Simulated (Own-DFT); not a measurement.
# Computed records: GaN (wurtzite, strained, atoms displaced)

All values are calculated (Own-DFT development build). A calculation, not a measurement: plane-wave PBE density functional theory by an unreviewed code, no spin, of a simulated periodic cell, stress positive in tension, free energy of the whole cell less one offset for each atom, forces on such cells passed a denser k mesh, this cell's mesh not checked; offsets are fitted by least squares, one for each functional and potential file, so energies compare only between cells with the same atoms and settings and are not formation energies; the far tail of each file's local potential was reset to the Coulomb form; each entry is a single point on an unrelaxed cell, so the pressure reflects the starting lattice, mostly measured values (interpolated for alloys), from which strain is counted, and rises with the displacements; printed positions are rounded, which can move forces by about a meV/angstrom; the program, named Own-DFT, is a retired in-house code; no spin-orbit coupling.

Settings shared by all entries: functional PBE; potential files PseudoDojo norm-conserving, scalar-relativistic, standard set with the stringent files for Ga; wave cutoff 96 hartree; occupations Gaussian; smearing width 0.01 eV; k mesh 3 x 4 x 3 centred on Gamma.

```json
{"entry": 1, "formula": "GaN", "kind": "wurtzite, strained, atoms displaced", "structure": {"cell_angstrom": [[12.756, 0.0, 0.0], [-4.7835, 8.2853, 0.0], [0.0, 0.0, 10.3182]], "atoms_fractional": [["Ga", 0.08217, 0.22358, 0.00177], ["Ga", 0.16827, 0.10744, 0.2529], ["N", 0.08157, 0.225, 0.17835], ["N", 0.16349, 0.11265, 0.44356], ["Ga", 0.07985, 0.22005, 0.50339], ["Ga", 0.16438, 0.11319, 0.7491], ["N", 0.08611, 0.22389, 0.69058], ["N", 0.15945, 0.0957, 0.94119], ["Ga", 0.07991, 0.55519, 0.99826], ["Ga", 0.16944, 0.43862, 0.24293], ["N", 0.08781, 0.5565, 0.18279], ["N", 0.15887, 0.44182, 0.43355], ["Ga", 0.07658, 0.54195, 0.49202], ["Ga", 0.16722, 0.44336, 0.75748], ["N", 0.0853, 0.56172, 0.69188], ["N", 0.17356, 0.45195, 0.95292], ["Ga", 0.08905, 0.89055, 0.99809], ["Ga", 0.15752, 0.75944, 0.24945], ["N", 0.09386, 0.89309, 0.19348], ["N", 0.17062, 0.78119, 0.45107], ["Ga", 0.08891, 0.89017, 0.50227], ["Ga", 0.16465, 0.78624, 0.75816], ["N", 0.07878, 0.8814, 0.68829], ["N", 0.16558, 0.77946, 0.9414], ["Ga", 0.32818, 0.22519, 0.00462], ["Ga", 0.42152, 0.11504, 0.25983], ["N", 0.32927, 0.21767, 0.18324], ["N", 0.40788, 0.10472, 0.43567], ["Ga", 0.33327, 0.22066, 0.4927], ["Ga", 0.41751, 0.10963, 0.75296], ["N", 0.34142, 0.22651, 0.69223], ["N", 0.41544, 0.11629, 0.93693], ["Ga", 0.33473, 0.55992, 0.00149], ["Ga", 0.41913, 0.44253, 0.25071], ["N", 0.33386, 0.56101, 0.18216], ["N", 0.41467, 0.44235, 0.44748], ["Ga", 0.3378, 0.5609, 0.49006], ["Ga", 0.41719, 0.45035, 0.75327], ["N", 0.33388, 0.55165, 0.68296], ["N", 0.40962, 0.438, 0.94901], ["Ga", 0.33843, 0.89123, 0.98897], ["Ga", 0.42405, 0.79468, 0.25354], ["N", 0.33121, 0.88346, 0.17856], ["N", 0.41472, 0.77891, 0.44483], ["Ga", 0.32988, 0.88903, 0.49966], ["Ga", 0.41944, 0.77454, 0.75028], ["N", 0.33271, 0.90011, 0.685], ["N", 0.41629, 0.76924, 0.93623], ["Ga", 0.58656, 0.22932, 0.00716], ["Ga", 0.67031, 0.10147, 0.25288], ["N", 0.59108, 0.23792, 0.18898], ["N", 0.66894, 0.11036, 0.4402], ["Ga", 0.58593, 0.22589, 0.49312], ["Ga", 0.66721, 0.11374, 0.75216], ["N", 0.58352, 0.21717, 0.69574], ["N", 0.66152, 0.10896, 0.93697], ["Ga", 0.57725, 0.54792, 0.00349], ["Ga", 0.66562, 0.4462, 0.25287], ["N", 0.586, 0.55444, 0.18793], ["N", 0.66716, 0.43488, 0.44034], ["Ga", 0.57639, 0.54731, 0.50234], ["Ga", 0.66793, 0.44464, 0.75472], ["N", 0.58605, 0.5565, 0.68998], ["N", 0.66984, 0.44517, 0.9354], ["Ga", 0.57926, 0.88959, 0.99344], ["Ga", 0.66616, 0.77541, 0.24949], ["N", 0.57691, 0.88644, 0.19119], ["N", 0.66556, 0.78449, 0.43629], ["Ga", 0.58718, 0.89238, 0.50259], ["Ga", 0.67179, 0.77878, 0.74587], ["N", 0.59198, 0.89107, 0.68137], ["N", 0.66533, 0.77646, 0.93919], ["Ga", 0.83099, 0.22215, 0.99963], ["Ga", 0.91125, 0.11134, 0.25292], ["N", 0.84512, 0.23085, 0.18446], ["N", 0.91105, 0.1065, 0.43695], ["Ga", 0.83089, 0.21681, 0.50615], ["Ga", 0.92105, 0.10431, 0.74244], ["N", 0.83318, 0.21363, 0.69394], ["N", 0.91995, 0.12311, 0.94312], ["Ga", 0.83082, 0.56266, 0.00417], ["Ga", 0.92341, 0.45096, 0.23999], ["N", 0.83072, 0.55786, 0.1907], ["N", 0.9218, 0.4449, 0.43262], ["Ga", 0.83279, 0.55358, 0.49991], ["Ga", 0.9218, 0.44167, 0.74972], ["N", 0.83298, 0.56241, 0.69243], ["N", 0.92635, 0.45552, 0.93755], ["Ga", 0.83737, 0.89697, 0.99701], ["Ga", 0.91601, 0.77636, 0.24922], ["N", 0.83193, 0.8861, 0.19129], ["N", 0.913, 0.77186, 0.43851], ["Ga", 0.82944, 0.87891, 0.50062], ["Ga", 0.91602, 0.78386, 0.74104], ["N", 0.83389, 0.88418, 0.68178], ["N", 0.91592, 0.78328, 0.93827]]}, "results": {"free_energy_of_cell_above_offsets [eV]": "-4.688", "pressure [GPa]": 7.94, "stress_xx [GPa]": -6.96, "stress_yy [GPa]": -7.71, "stress_zz [GPa]": -9.16, "stress_yz [GPa]": -0.1, "stress_xz [GPa]": -0.19, "stress_xy [GPa]": 0.16, "force_element": ["Ga", "Ga", "N", "N", "Ga", "Ga", "N", "N", "Ga", "Ga", "N", "N", "Ga", "Ga", "N", "N", "Ga", "Ga", "N", "N", "Ga", "Ga", "N", "N", "Ga", "Ga", "N", "N", "Ga", "Ga", "N", "N", "Ga", "Ga", "N", "N", "Ga", "Ga", "N", "N", "Ga", "Ga", "N", "N", "Ga", "Ga", "N", "N", "Ga", "Ga", "N", "N", "Ga", "Ga", "N", "N", "Ga", "Ga", "N", "N", "Ga", "Ga", "N", "N", "Ga", "Ga", "N", "N", "Ga", "Ga", "N", "N", "Ga", "Ga", "N", "N", "Ga", "Ga", "N", "N", "Ga", "Ga", "N", "N", "Ga", "Ga", "N", "N", "Ga", "Ga", "N", "N", "Ga", "Ga", "N", "N"], "force_x [eV/angstrom]": [0.756, -1.073, 0.569, 0.422, -0.208, 1.93, -0.458, -0.337, 1.766, -0.369, -0.28, 2.282, 0.627, -0.215, 0.779, -1.132, -1.358, 1.282, -1.558, -1.029, -1.078, 1.129, -0.187, 1.148, 0.433, -0.474, 0.903, 1.497, -0.808, -0.099, -1.46, 0.605, 0.512, -1.09, 1.188, 0.212, -1.664, 0.663, -0.689, 0.587, -0.743, -2.091, -0.003, 0.611, 0.976, -0.569, 0.836, -0.387, -0.695, -0.355, 0.249, -0.624, -0.289, 0.318, -0.213, 0.462, 0.563, 0.792, -0.759, -1.173, 1.285, 0.078, -0.317, -0.785, 1.026, -0.236, 2.34, 0.611, -0.913, -0.66, -0.947, 0.003, -0.093, 1.811, -2.108, 0.597, 0.333, -1.067, 0.098, 0.005, 0.942, -0.766, 0.803, -2.182, 0.747, -1.025, 0.854, -2.629, -0.442, 0.602, -0.178, 0.644, -0.051, 1.06, -0.651, 0.58], "force_y [eV/angstrom]": [-0.107, 0.62, -1.326, -0.089, 0.474, -0.602, 0.197, 3.227, 0.956, 0.538, -1.233, -0.508, 2.485, 1.114, -0.688, -1.075, -1.438, 2.937, -1.303, -1.837, -0.478, -0.857, 1.753, -0.377, -1.739, -0.929, 0.721, 0.957, -0.086, 0.859, -0.105, 0.039, -0.449, 0.24, 0.099, -0.13, -0.912, -0.931, 0.534, 1.254, 0.151, -2.191, 0.921, 0.99, -0.187, 0.466, -1.732, 1.33, -0.725, 1.893, -2.465, 0.221, -2.082, -0.683, 1.004, 0.558, 0.722, 0.656, 0.116, 2.01, 1.15, -0.33, -0.166, 0.088, -0.327, 0.252, 0.739, -1.783, -0.388, -0.341, -0.108, 0.075, 0.753, -0.294, -0.773, -0.082, 0.855, 0.455, 0.796, -1.301, 0.148, -0.358, -0.276, -1.079, -0.168, 0.617, -1.357, -1.674, -0.317, 0.893, 0.605, 0.548, 0.663, -1.261, 1.052, -0.083], "force_z [eV/angstrom]": [-1.198, -0.236, 2.883, -0.5, -0.909, 0.388, -0.155, -1.081, 0.05, 0.3, 0.363, -0.177, 2.108, -0.191, -0.511, -2.14, 1.428, 0.929, -0.494, -2.237, -0.283, -1.274, -0.025, -0.175, -1.399, -3.535, 2.436, 1.102, 2.186, -0.203, -0.78, 1.038, 0.295, -0.456, 2.445, -2.066, 1.109, 0.082, 0.447, -1.535, 1.126, 0.07, 1.327, -0.873, 0.794, -1.406, 1.102, -0.698, -1.328, -0.608, 0.94, -0.389, 1.943, -0.404, -1.678, 0.881, -1.005, 0.293, 0.681, -0.381, 0.181, -1.196, 0.046, 1.463, 0.86, -0.222, -1.289, 0.161, -0.767, 0.88, 2.025, -0.149, -0.617, -0.656, 0.328, 1.056, -0.572, 1.534, -0.382, -1.706, -0.994, 0.901, -0.134, 0.021, 0.483, 0.039, -0.749, 0.108, 0.614, 0.145, -0.515, -0.012, -1.515, 1.808, 0.684, -0.275]}}
{"entry": 2, "formula": "GaN", "kind": "wurtzite, strained, atoms displaced", "structure": {"cell_angstrom": [[12.756, 0.0, 0.0], [-4.7835, 8.2853, 0.0], [0.0, 0.0, 10.6811]], "atoms_fractional": [["Ga", 0.08398, 0.2286, 0.00466], ["Ga", 0.1642, 0.10993, 0.25349], ["N", 0.07847, 0.21269, 0.19051], ["N", 0.16527, 0.11604, 0.4394], ["Ga", 0.08646, 0.22763, 0.49943], ["Ga", 0.16849, 0.10052, 0.75055], ["N", 0.08181, 0.22493, 0.68823], ["N", 0.16872, 0.11616, 0.93687], ["Ga", 0.08058, 0.5605, 0.99612], ["Ga", 0.16423, 0.45514, 0.24695], ["N", 0.08175, 0.54953, 0.18843], ["N", 0.16532, 0.44618, 0.43651], ["Ga", 0.07774, 0.55586, 0.49452], ["Ga", 0.16862, 0.44387, 0.75516], ["N", 0.08865, 0.56149, 0.69134], ["N", 0.16661, 0.44978, 0.9451], ["Ga", 0.08338, 0.8869, 0.00315], ["Ga", 0.16538, 0.7707, 0.24659], ["N", 0.08973, 0.89608, 0.1921], ["N", 0.16804, 0.7808, 0.42802], ["Ga", 0.07573, 0.88953, 0.49212], ["Ga", 0.16946, 0.77932, 0.75246], ["N", 0.08583, 0.89754, 0.69222], ["N", 0.16402, 0.77208, 0.93742], ["Ga", 0.34013, 0.22959, 0.99605], ["Ga", 0.41675, 0.10369, 0.25481], ["N", 0.33994, 0.22525, 0.18972], ["N", 0.42233, 0.11274, 0.44004], ["Ga", 0.33165, 0.22568, 0.49993], ["Ga", 0.40366, 0.10333, 0.75415], ["N", 0.32978, 0.22587, 0.69168], ["N", 0.41461, 0.10881, 0.93722], ["Ga", 0.33147, 0.54109, 0.99872], ["Ga", 0.42225, 0.44549, 0.24882], ["N", 0.33652, 0.54646, 0.19142], ["N", 0.41072, 0.44768, 0.43499], ["Ga", 0.33435, 0.55643, 0.49647], ["Ga", 0.41553, 0.43962, 0.75227], ["N", 0.33116, 0.55811, 0.68824], ["N", 0.4139, 0.43864, 0.92773], ["Ga", 0.32586, 0.87713, 0.00463], ["Ga", 0.42233, 0.78064, 0.25268], ["N", 0.3329, 0.88812, 0.18474], ["N", 0.41971, 0.76796, 0.42453], ["Ga", 0.33728, 0.88453, 0.50317], ["Ga", 0.41142, 0.77401, 0.75253], ["N", 0.33237, 0.89456, 0.69306], ["N", 0.41182, 0.78707, 0.93742], ["Ga", 0.5849, 0.22407, 0.99831], ["Ga", 0.65873, 0.10237, 0.25022], ["N", 0.57736, 0.22395, 0.17859], ["N", 0.66997, 0.11328, 0.43404], ["Ga", 0.58385, 0.22111, 0.49953], ["Ga", 0.67486, 0.11945, 0.75195], ["N", 0.57957, 0.21522, 0.69685], ["N", 0.66825, 0.11876, 0.93341], ["Ga", 0.58447, 0.55382, 0.99187], ["Ga", 0.66081, 0.44128, 0.24145], ["N", 0.5837, 0.55232, 0.18885], ["N", 0.66254, 0.44288, 0.44582], ["Ga", 0.58339, 0.54886, 0.50244], ["Ga", 0.6658, 0.45239, 0.74675], ["N", 0.57848, 0.54355, 0.68685], ["N", 0.66758, 0.45443, 0.92922], ["Ga", 0.57841, 0.8862, 0.98977], ["Ga", 0.66329, 0.7637, 0.24661], ["N", 0.58591, 0.89007, 0.18049], ["N", 0.66791, 0.78131, 0.44329], ["Ga", 0.58414, 0.88933, 0.49418], ["Ga", 0.66297, 0.77149, 0.75577], ["N", 0.5801, 0.88964, 0.68992], ["N", 0.66047, 0.76929, 0.94391], ["Ga", 0.84225, 0.22536, 0.99697], ["Ga", 0.92255, 0.11764, 0.25143], ["N", 0.84151, 0.22604, 0.19059], ["N", 0.92134, 0.12128, 0.43748], ["Ga", 0.8349, 0.22145, 0.50714], ["Ga", 0.92182, 0.11297, 0.75161], ["N", 0.83148, 0.22358, 0.6782], ["N", 0.91465, 0.11473, 0.93274], ["Ga", 0.823, 0.54464, 0.01098], ["Ga", 0.91886, 0.45007, 0.24533], ["N", 0.82659, 0.55002, 0.1822], ["N", 0.91354, 0.44406, 0.43682], ["Ga", 0.83672, 0.56216, 0.50199], ["Ga", 0.91122, 0.44067, 0.74745], ["N", 0.82496, 0.54643, 0.68631], ["N", 0.91843, 0.44287, 0.95182], ["Ga", 0.83443, 0.88982, 0.99883], ["Ga", 0.90855, 0.7806, 0.25278], ["N", 0.83271, 0.87329, 0.19127], ["N", 0.92038, 0.77254, 0.43885], ["Ga", 0.83774, 0.88083, 0.50646], ["Ga", 0.92073, 0.7787, 0.75204], ["N", 0.83054, 0.88717, 0.68939], ["N", 0.91573, 0.77061, 0.93876]]}, "results": {"free_energy_of_cell_above_offsets [eV]": "-4.599", "pressure [GPa]": 1.89, "stress_xx [GPa]": -5.15, "stress_yy [GPa]": -4.45, "stress_zz [GPa]": 3.94, "stress_yz [GPa]": -0.23, "stress_xz [GPa]": 0.22, "stress_xy [GPa]": 0.51, "force_element": ["Ga", "Ga", "N", "N", "Ga", "Ga", "N", "N", "Ga", "Ga", "N", "N", "Ga", "Ga", "N", "N", "Ga", "Ga", "N", "N", "Ga", "Ga", "N", "N", "Ga", "Ga", "N", "N", "Ga", "Ga", "N", "N", "Ga", "Ga", "N", "N", "Ga", "Ga", "N", "N", "Ga", "Ga", "N", "N", "Ga", "Ga", "N", "N", "Ga", "Ga", "N", "N", "Ga", "Ga", "N", "N", "Ga", "Ga", "N", "N", "Ga", "Ga", "N", "N", "Ga", "Ga", "N", "N", "Ga", "Ga", "N", "N", "Ga", "Ga", "N", "N", "Ga", "Ga", "N", "N", "Ga", "Ga", "N", "N", "Ga", "Ga", "N", "N", "Ga", "Ga", "N", "N", "Ga", "Ga", "N", "N"], "force_x [eV/angstrom]": [0.492, 1.174, 0.827, 0.509, -0.732, -1.613, 0.987, -0.145, 0.869, 2.745, -1.186, -0.08, 0.963, -0.534, -1.035, 0.072, -0.308, -0.13, -0.819, -0.01, 3.049, -0.759, 0.177, -0.42, -0.364, -0.901, -0.665, -1.134, 0.557, 1.885, 0.542, -0.037, -0.473, -0.728, -1.371, 1.973, -1.024, -0.69, 0.712, 0.496, -0.351, -0.404, 0.417, -0.848, -0.722, 0.409, 0.366, 1.675, -0.697, 1.194, 1.16, -0.472, 0.622, -1.619, -0.465, 1.138, -0.917, 0.977, -0.436, 1.339, -1.614, 0.674, -1.123, 0.626, -0.1, -0.381, 0.146, 1.101, 0.083, -0.519, 0.568, 0.365, -2.004, -1.32, -1.312, 0.361, -0.201, -0.765, 1.048, 1.415, 0.88, -0.748, 0.477, -0.212, -0.375, 0.884, 1.251, -1.457, 0.204, 4.047, -3.31, -1.899, -1.68, -0.626, 0.563, -0.287], "force_y [eV/angstrom]": [-0.903, 1.067, 1.659, -0.693, 0.238, 2.74, -0.135, -0.428, -0.653, -1.936, 1.56, 0.576, 0.358, -0.062, -0.785, -0.46, 0.745, 1.066, -1.695, 0.033, 1.086, -0.298, -2.709, 1.125, -1.838, 0.656, -0.59, -0.713, -0.159, 1.849, -0.657, -0.233, 1.76, -1.03, 1.062, -0.757, -0.258, 0.768, -0.414, 1.246, 1.843, -0.743, -0.707, 1.356, 0.202, 0.944, -1.481, -2.122, -0.231, 1.528, -0.597, -0.246, 0.068, -1.066, 0.751, -0.489, -0.601, -0.618, -0.064, 0.184, 0.974, -2.439, 1.646, -1.269, 0.945, 2.134, -0.72, -1.027, 0.23, 0.341, -0.294, 1.506, -0.579, -1.25, -0.578, -1.56, 0.114, -0.196, -0.004, -1.032, 0.915, -1.118, 0.605, 0.15, -2.191, 0.74, 1.689, 0.399, -0.427, -1.74, 2.782, 0.186, 1.367, -0.547, -0.195, 0.341], "force_z [eV/angstrom]": [-0.224, -0.304, -0.861, -0.195, 0.575, 0.994, -0.061, 0.383, 0.912, 1.079, -1.304, -0.268, 0.746, -0.316, -0.465, -0.719, 0.087, 0.224, -0.527, 1.474, 1.144, -0.233, -1.625, -0.028, 1.283, -0.583, -0.232, -0.147, 0.138, 0.201, -1.23, 0.3, 0.92, 0.74, -1.164, 0.296, 0.693, -1.345, -0.309, 1.335, -0.079, -2.369, 0.728, 2.505, -0.483, 0.015, -1.426, -0.399, -1.015, -0.552, 1.027, 0.176, 1.479, -0.351, -1.056, 0.726, 1.205, 1.709, -1.48, -1.672, -0.08, 0.328, -0.076, 0.848, 0.851, 0.927, 0.138, -0.891, 1.183, -0.985, -0.178, -0.985, 1.6, 0.851, -0.769, 0.295, -2.576, -0.775, 2.422, 0.386, -2.498, 0.85, 2.301, -0.25, 0.074, 0.561, -0.043, -2.054, 0.287, 0.369, -1.687, -0.871, -0.578, 0.362, 0.459, 0.134]}}
```
